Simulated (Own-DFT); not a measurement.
# Shaking the atoms of hexagonal WC, 64 atoms (C32W32)

These are calculations, not measurements. They come from Own-DFT, an in-house plane-wave density functional program, since retired, whose code no person has reviewed. Each row is one single-point run on a periodic cell that was not relaxed, without spin or spin-orbit coupling.

Settings of every run: PBE; PseudoDojo norm-conserving scalar-relativistic files; cutoff 50 hartree; 4 x 4 x 4 k mesh centred on Gamma; cold (Marzari-Vanderbilt) smearing of 0.2 eV.

Known limits, some of them of some rows only: some atoms lie very close together; forces on such cells moved up to 12 meV/angstrom on a denser k mesh; stress not checked against mesh or cutoff.

Cell vectors in Å: (5.833, -5.052, -2.839); (0.000, -5.052, 8.518); (-5.833, -5.052, -2.839). In each run every atom was moved at random and independently from its ideal site; u is the rms move along one axis. E is the free energy for each atom above the fitted value at u = 0, and F the rms of the force components.

```
run,u (Å),E (meV/atom),F (eV/Å),largest force (eV/Å),P (GPa)
1,0.0178,11.0,0.507,2.07,3.22
2,0.0207,?,?,?,?
3,0.0216,16.8,0.615,2.24,3.44
4,0.0500,91.7,1.403,5.88,6.39
5,0.0510,107.3,1.542,5.84,7.16
6,0.0516,104.8,1.544,7.22,7.07
7,0.0970,314.8,2.458,8.31,14.49
8,0.1042,392.4,2.900,10.69,17.98
9,0.1626,991.5,4.900,23.22,43.71
```

## Worked fit

For small independent moves the energy grows as E = (3/2) K u², with K the mean stiffness felt by one atom. The runs with u up to 0.11 Å give K = 24.6 ± 0.9 eV/Å², with residuals divided by u² + 0.0006 Å², since the noise grows with the moves. The scatter is 7.4 meV/atom at u = 0.05 Å. The forces follow F = G u with G = 28.4 eV/Å²; no force at u = 0 is resolved. G exceeds K because the moves of its neighbours add to the force on an atom, and stiffness differs between atoms. At u = 0.163 Å the parabola gives 978 meV/atom and the run 992. The pressure follows P = 3.15 + 1309 u² GPa: at fixed volume, shortened bonds push harder than stretched ones pull.

## Withheld run

Question: what energy and rms force should run 2 give?

The fit gives 16 ± 3 meV/atom and about 0.59 eV/Å. The calculation gave 14.1 meV/atom and 0.553 eV/Å.
